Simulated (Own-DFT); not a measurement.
Simulation results for GaAs (zincblende with one plane slipped along a stacking-fault path, atoms displaced), Si3N4 (beta silicon nitride, strained, atoms displaced), GaP (zincblende, strained, atoms displaced), SiC (2H silicon carbide, atoms displaced)

Computed with Own-DFT development build. A calculation, not a measurement: plane-wave PBE density functional theory by an unreviewed code, no spin, of a simulated periodic cell, stress positive in tension, free energy of the whole cell less one offset for each atom, forces on such cells passed a denser k mesh, this cell's mesh not checked; offsets are fitted by least squares, one for each functional and potential file, so energies compare only between cells with the same atoms and settings and are not formation energies; the far tail of each file's local potential was reset to the Coulomb form; each entry is a single point on an unrelaxed cell, so the pressure reflects the starting lattice, mostly measured values (interpolated for alloys), from which strain is counted, and rises with the displacements; printed positions are rounded, which can move forces by about a meV/angstrom; the program, named Own-DFT, is a retired in-house code; no spin-orbit coupling.

Settings shared by all entries: functional PBE; potential files PseudoDojo norm-conserving, scalar-relativistic, standard set; wave cutoff 42 hartree; occupations Fermi-Dirac; smearing width 0.1 eV.

(1) GaAs (zincblende with one plane slipped along a stacking-fault path, atoms displaced)

```
cell vectors (Å)
   5.6533    -5.6533     0.0000
   0.0000     5.6533    -5.6533
  12.1546    12.1546     9.6106
atoms (fractions of the cell vectors)
Ga  0.99816  0.98651  0.00373
As  0.97847  0.96030  0.12604
Ga  0.14506  0.28212  0.17525
As  0.12838  0.24800  0.29045
Ga  0.27354  0.06295  0.33830
As  0.27656  0.03109  0.45960
Ga  0.05151  0.14436  0.49909
As  0.05678  0.11990  0.62522
Ga  0.21327  0.43428  0.66285
As  0.19232  0.39845  0.79392
Ga  0.36116  0.21499  0.83722
As  0.33251  0.18096  0.96273
Ga  0.99236  0.49167  0.00194
As  0.97922  0.47494  0.12714
Ga  0.14423  0.78556  0.16816
As  0.11046  0.73697  0.28996
Ga  0.29246  0.58062  0.33350
As  0.25763  0.52830  0.45958
Ga  0.07000  0.65809  0.50445
As  0.05685  0.61236  0.62130
Ga  0.20916  0.95377  0.66839
As  0.20441  0.88859  0.79164
Ga  0.35639  0.70732  0.83353
As  0.34190  0.67663  0.95654
Ga  0.49597  0.98948  0.99932
As  0.47502  0.94586  0.12772
Ga  0.64643  0.29754  0.16568
As  0.61779  0.24603  0.29044
Ga  0.78560  0.07943  0.33186
As  0.77272  0.02769  0.45815
Ga  0.57945  0.16021  0.50201
As  0.56165  0.11656  0.62122
Ga  0.72612  0.43469  0.65755
As  0.70619  0.37980  0.79528
Ga  0.86206  0.20527  0.83222
As  0.83720  0.18805  0.95418
Ga  0.50130  0.51415  0.99936
As  0.49112  0.46756  0.12760
Ga  0.65264  0.79619  0.16251
As  0.61926  0.73981  0.29449
Ga  0.77699  0.56671  0.33138
As  0.76309  0.52501  0.45892
Ga  0.58681  0.65903  0.49955
As  0.56056  0.61307  0.62584
Ga  0.72241  0.93431  0.66543
As  0.70178  0.89787  0.79120
Ga  0.85845  0.71561  0.82778
As  0.84630  0.68549  0.95712
```

```
k mesh                            : 4 x 4 x 2 centred on Gamma
free energy of cell above offsets : -16.525 eV
pressure                          : 4.42 GPa
stress xx                         : -5.8 GPa
stress yy                         : -4.35 GPa
stress zz                         : -3.09 GPa
stress yz                         : -0.18 GPa
stress xz                         : -0.27 GPa
stress xy                         : 0.27 GPa
```

Force:
```csv
element,x (eV/Å),y (eV/Å),z (eV/Å)
Ga,-0.478,0.685,-1.122
As,1.079,-0.036,-0.668
Ga,-1.508,-1.166,-1.594
As,1.06,1.566,0.86
Ga,-0.312,-0.976,-0.164
As,-1.591,0.873,1.247
Ga,4.385,-1.052,-1.544
As,-0.816,-0.02,-0.374
Ga,1.007,0.572,0.053
As,-0.13,-1.712,-0.004
Ga,-0.223,-0.102,-0.11
As,0.401,-0.482,-0.02
Ga,0.274,0.08,-0.54
As,0.286,-1.307,0.691
Ga,-0.257,0.322,-0.192
As,0.923,0.378,-0.239
Ga,-0.612,0.33,0.778
As,-0.25,-0.625,0.803
Ga,0.117,-0.837,-1.787
As,1.536,1.233,-0.157
Ga,0.678,-1.614,0.805
As,-0.108,0.742,-0.514
Ga,0.455,-0.019,-0.494
As,-0.673,0.857,0.074
Ga,0.274,0.559,-0.525
As,-0.012,0.467,-1.7
Ga,-0.142,-0.71,1.131
As,-0.234,0.308,0.232
Ga,-0.014,-0.541,0.423
As,-4.032,0.645,1.065
Ga,0.844,-0.6,-1.276
As,0.067,0.686,1.246
Ga,0.585,1.119,0.969
As,-1.314,0.339,-1.296
Ga,0.354,0.408,-0.03
As,0.57,-0.289,1.525
Ga,0.753,-0.686,0.831
As,-1.214,0.579,-0.44
Ga,0.309,0.434,1.572
As,-0.027,-0.125,-1.654
Ga,0.344,-0.066,0.645
As,-0.806,-1.018,0.616
Ga,-0.213,1.135,-0.585
As,-0.24,0.05,-0.104
Ga,-0.169,0.53,0.159
As,-0.744,-0.382,0.447
Ga,0.483,-0.133,0.604
As,-0.664,-0.401,0.358
```

(2) Si3N4 (beta silicon nitride, strained, atoms displaced)

```
cell vectors (Å)
   7.5474     0.0271    -0.0730
  -3.7502     6.4642     0.0932
  -0.0838     0.0751     8.8476
atoms (fractions of the cell vectors)
Si  0.18172  0.76859  0.08422
Si  0.23294  0.40840  0.08243
Si  0.60782  0.83198  0.08690
Si  0.81889  0.22776  0.24438
Si  0.77844  0.60832  0.24786
Si  0.39703  0.17087  0.24772
N   0.33210  0.03944  0.08634
N   0.96160  0.30018  0.07602
N   0.68229  0.66865  0.08548
N   0.67201  0.97480  0.23794
N   0.03303  0.69421  0.24073
N   0.30147  0.33575  0.24331
N   0.33224  0.66908  0.07586
N   0.66597  0.33705  0.24506
Si  0.18045  0.76911  0.41185
Si  0.23740  0.40962  0.41648
Si  0.59582  0.82997  0.41482
Si  0.83380  0.22792  0.58162
Si  0.77026  0.59781  0.58391
Si  0.40270  0.18388  0.58517
N   0.32721  0.03223  0.41512
N   0.95719  0.29532  0.41972
N   0.70313  0.67217  0.40848
N   0.65704  0.96272  0.58174
N   0.03578  0.70098  0.58149
N   0.31071  0.34925  0.57833
N   0.33958  0.66154  0.41379
N   0.67150  0.33631  0.57690
Si  0.18436  0.76664  0.75922
Si  0.22584  0.40331  0.74955
Si  0.58734  0.83089  0.75007
Si  0.82662  0.22849  0.91636
Si  0.76029  0.59473  0.92462
Si  0.41846  0.16563  0.92261
N   0.32387  0.03186  0.74922
N   0.96736  0.29544  0.74977
N   0.70951  0.67879  0.74658
N   0.67314  0.96380  0.91174
N   0.03350  0.69877  0.91070
N   0.30351  0.34708  0.90896
N   0.32303  0.67296  0.75525
N   0.67928  0.32840  0.91428
```

```
k mesh                            : 3 x 3 x 3 centred on Gamma
free energy of cell above offsets : -3.288 eV
pressure                          : 10.38 GPa
stress xx                         : -12.82 GPa
stress yy                         : -14.72 GPa
stress zz                         : -3.61 GPa
stress yz                         : 2.27 GPa
stress xz                         : -2.21 GPa
stress xy                         : 5.11 GPa
```

Force:
```csv
element,x (eV/Å),y (eV/Å),z (eV/Å)
Si,-1.916,0.129,-1.949
Si,-1.143,-0.23,-2.251
Si,-5.051,0.592,-2.904
Si,0.276,3.02,0.406
Si,-0.476,-2.454,0.31
Si,1.472,2.101,1.211
N,-0.067,-2.36,-0.203
N,2.326,0.492,2.236
N,5.243,-2.853,-0.395
N,-0.221,-1.363,3.049
N,0.325,0.869,1.388
N,-0.435,-0.428,2.049
N,2.272,0.938,0.824
N,-0.691,0.103,-0.056
Si,-1.15,-0.992,1.603
Si,-1.76,-2.074,-2.27
Si,0.685,-0.203,-0.536
Si,-2.961,0.061,1.129
Si,1.287,0.33,-0.497
Si,2.408,-1.01,-0.572
N,-0.094,0.517,0.365
N,3.226,0.827,-2.744
N,-0.116,0.883,1.065
N,0.388,1.093,-0.642
N,0.296,0.27,-0.092
N,-0.158,-0.737,2.125
N,-1.722,2.548,-0.411
N,-0.808,-1.056,0.595
Si,-7.698,2.309,-2.912
Si,-0.164,1.399,-1.308
Si,1.136,-2.036,-0.535
Si,2.071,-0.761,-1.545
Si,1.708,0.134,-2.455
Si,-2.254,2.263,-2.898
N,0.528,1.1,1.048
N,0.23,-0.446,-0.449
N,-1.262,-0.061,1.056
N,-0.408,0.834,1.328
N,-1.73,-0.12,3.294
N,3.128,-2.156,2.963
N,7.66,-3.153,-0.764
N,-4.379,1.683,0.347
```

(3) GaP (zincblende, strained, atoms displaced)

```
cell vectors (Å)
  10.8620     0.0000     0.0000
   0.0000    10.8620     0.0000
   0.0000     0.0000    10.9361
atoms (fractions of the cell vectors)
Ga  0.00068  0.00478  0.00987
Ga  0.99994  0.25586  0.25449
Ga  0.25174  0.99068  0.25338
Ga  0.24620  0.24642  0.00911
P   0.11320  0.12587  0.12979
P   0.12515  0.37676  0.37652
P   0.37243  0.12245  0.37847
P   0.37552  0.37465  0.12553
Ga  0.99383  0.00138  0.50376
Ga  0.99586  0.24333  0.76221
Ga  0.25213  0.99879  0.74791
Ga  0.25232  0.24705  0.49745
P   0.12100  0.12475  0.62553
P   0.13582  0.37264  0.87284
P   0.37195  0.12625  0.87879
P   0.38330  0.37933  0.62612
Ga  0.98917  0.50568  0.00472
Ga  0.99616  0.75430  0.24801
Ga  0.24593  0.49527  0.24746
Ga  0.25079  0.74571  0.99488
P   0.12886  0.62405  0.12139
P   0.12608  0.87177  0.37703
P   0.37343  0.62975  0.37427
P   0.37918  0.87531  0.12782
Ga  0.00335  0.49417  0.49974
Ga  0.00093  0.75513  0.75805
Ga  0.24063  0.50443  0.75211
Ga  0.25654  0.75354  0.50064
P   0.12720  0.62477  0.62638
P   0.12917  0.87858  0.87777
P   0.37483  0.61987  0.86545
P   0.37567  0.87954  0.62822
Ga  0.49974  0.99928  0.99892
Ga  0.49649  0.25217  0.25014
Ga  0.75340  0.99591  0.24854
Ga  0.75504  0.25754  0.00358
P   0.62802  0.13035  0.12515
P   0.62913  0.37433  0.37362
P   0.87204  0.13367  0.37913
P   0.86797  0.37685  0.12170
Ga  0.50058  0.99541  0.49466
Ga  0.49827  0.24930  0.74478
Ga  0.74971  0.00416  0.74631
Ga  0.74891  0.25167  0.50493
P   0.61807  0.12316  0.62266
P   0.62459  0.37094  0.86684
P   0.87839  0.11736  0.87129
P   0.87043  0.37296  0.62336
Ga  0.50507  0.50224  0.00339
Ga  0.49897  0.75345  0.25270
Ga  0.73962  0.50342  0.24888
Ga  0.73422  0.75081  0.99875
P   0.61950  0.62323  0.13020
P   0.62339  0.86960  0.36797
P   0.87304  0.63215  0.37494
P   0.86976  0.87964  0.12881
Ga  0.49706  0.50382  0.50002
Ga  0.50587  0.74249  0.75709
Ga  0.74909  0.49776  0.74288
Ga  0.74772  0.75407  0.49664
P   0.62227  0.62797  0.62198
P   0.62379  0.87784  0.88024
P   0.87396  0.62229  0.87727
P   0.88105  0.87192  0.62303
```

```
hardware                          : one NVIDIA H100
k mesh                            : 3 x 3 x 3 centred on Gamma
free energy of cell above offsets : -33.647 eV
pressure                          : 3.51 GPa
stress xx                         : -3.61 GPa
stress yy                         : -3.71 GPa
stress zz                         : -3.22 GPa
stress yz                         : 0.2 GPa
stress xz                         : -0.03 GPa
stress xy                         : -0.3 GPa
wall time                         : 504.5 s
```

Force:
```csv
element,x (eV/Å),y (eV/Å),z (eV/Å)
Ga,-0.501,-0.96,-1.076
Ga,-0.685,0.04,-0.191
Ga,-0.411,0.777,-0.155
Ga,0.138,0.061,-0.365
P,1.546,0.189,0.779
P,0.418,-0.388,-0.154
P,0.369,-0.047,-0.865
P,-0.105,0.118,-0.112
Ga,0.723,0.291,-0.748
Ga,0.939,1.116,-1.242
Ga,-0.387,0.711,0.271
Ga,-0.171,0.471,0.952
P,0.323,0.222,0.132
P,-1.732,-0.112,0.985
P,0.155,-0.072,-0.301
P,-1.562,-0.16,-0.237
Ga,1.391,-0.729,-0.322
Ga,0.587,-0.335,-0.016
Ga,0.477,0.633,0.192
Ga,0.579,0.252,0.128
P,-0.82,0.216,0.379
P,-0.596,0.274,0.173
P,-0.098,-0.714,-0.246
P,-0.493,-0.257,-0.773
Ga,-0.733,0.953,0.335
Ga,0.151,-0.611,-0.246
Ga,0.998,-0.719,-0.752
Ga,-0.466,-0.147,0.424
P,-0.661,0.617,-0.403
P,-0.365,0.131,0.365
P,0.216,0.129,1.45
P,0.799,-0.877,-0.083
Ga,-0.072,0.786,0.512
Ga,0.364,-0.379,0.325
Ga,-0.752,1.45,0.766
Ga,-0.843,-1.251,-1.428
P,-0.233,-0.512,-0.012
P,-0.914,0.126,0.477
P,0.069,-0.984,-0.34
P,0.969,0.699,1.415
Ga,-0.086,-0.023,0.2
Ga,-0.284,-0.298,0.665
Ga,-0.046,-0.707,-0.223
Ga,-0.557,-0.232,-0.263
P,0.568,-0.123,-0.151
P,0.252,0.421,0.869
P,-0.914,0.226,1.442
P,1.135,-0.037,0.571
Ga,-0.644,-0.664,-1.024
Ga,-0.502,-0.736,-0.401
Ga,1.29,-0.184,0.5
Ga,1.48,-0.505,0.601
P,-0.123,0.841,-0.446
P,0.552,1.056,0.726
P,0.185,-1.145,-0.185
P,0.51,-1.071,-1.245
Ga,0.438,-0.155,-0.614
Ga,-0.35,1.02,-0.624
Ga,-0.137,0.444,0.374
Ga,0.149,-0.187,0.493
P,0.612,-0.026,0.019
P,-0.078,0.167,-1.224
P,-0.907,0.843,-0.548
P,-1.151,0.069,0.496
```

(4) SiC (2H silicon carbide, atoms displaced)

```
cell vectors (Å)
   6.1654     0.0000     0.0000
  -3.0827     5.3394     0.0000
   0.0000     0.0000    10.0681
atoms (fractions of the cell vectors)
Si  0.00607  0.00215  0.99928
Si  0.14570  0.31183  0.25814
C   0.99793  0.00547  0.18448
C   0.15750  0.32403  0.45057
Si  0.01183  0.99622  0.50450
Si  0.19393  0.36244  0.74326
C   0.96930  0.98399  0.68515
C   0.16971  0.32940  0.92987
Si  0.00374  0.49513  0.98901
Si  0.18418  0.83322  0.25734
C   0.02575  0.54866  0.20104
C   0.16150  0.82758  0.42349
Si  0.98919  0.45927  0.49902
Si  0.19276  0.80164  0.74284
C   0.97650  0.48144  0.68222
C   0.17261  0.85075  0.92464
Si  0.48945  0.01455  0.99182
Si  0.64471  0.29713  0.25026
C   0.48400  0.00442  0.19809
C   0.63073  0.31966  0.43919
Si  0.50992  0.02090  0.50823
Si  0.69752  0.32764  0.73739
C   0.52018  0.99069  0.71675
C   0.67581  0.33405  0.94403
Si  0.47910  0.50302  0.00445
Si  0.67038  0.80159  0.26135
C   0.50179  0.46811  0.18605
C   0.65284  0.84927  0.44934
Si  0.51412  0.53133  0.49171
Si  0.64955  0.83367  0.74966
C   0.50245  0.49354  0.69569
C   0.66563  0.84163  0.94480
```

```
hardware                          : one NVIDIA H100
k mesh                            : 5 x 5 x 3 centred on Gamma
free energy of cell above offsets : 7.451 eV
pressure                          : 12.54 GPa
stress xx                         : -12.89 GPa
stress yy                         : -16.33 GPa
stress zz                         : -8.4 GPa
stress yz                         : -0.01 GPa
stress xz                         : 2.33 GPa
stress xy                         : -1.22 GPa
wall time                         : 121.9 s
```

Force:
```csv
element,x (eV/Å),y (eV/Å),z (eV/Å)
Si,-1.565,-0.642,-0.85
Si,0.407,3.092,-0.874
C,0.167,-1.655,1.273
C,3.141,-0.631,-2.546
Si,-0.892,-1.129,0.416
Si,-1.869,-5.816,0.924
C,3.549,1.584,0.306
C,-0.946,0.542,0.501
Si,-0.438,1.856,2.634
Si,-2.563,4.228,-2.03
C,0.07,-10.14,-3.64
C,0.044,-0.611,7.84
Si,-4.208,4.144,-1.016
Si,-6.124,2.599,1.157
C,7.916,4.198,-2.366
C,0.108,-2.544,0.997
Si,2.251,-1.417,2.289
Si,1.749,5.802,1.07
C,4.181,-3.872,-3.884
C,2.345,2.619,0.001
Si,-2.3,-3.024,0.19
Si,-8.652,-2.033,6.238
C,-7.352,4.408,-6.73
C,-1.336,1.727,-1.911
Si,3.3,0.775,-0.853
Si,-1.857,1.847,-2.321
C,-2.923,1.605,1.754
C,3.095,0.216,-2.204
Si,-0.907,-3.402,3.032
Si,10.06,-5.102,3.733
C,2.046,1.423,-2.77
C,-0.502,-0.643,-0.361
```
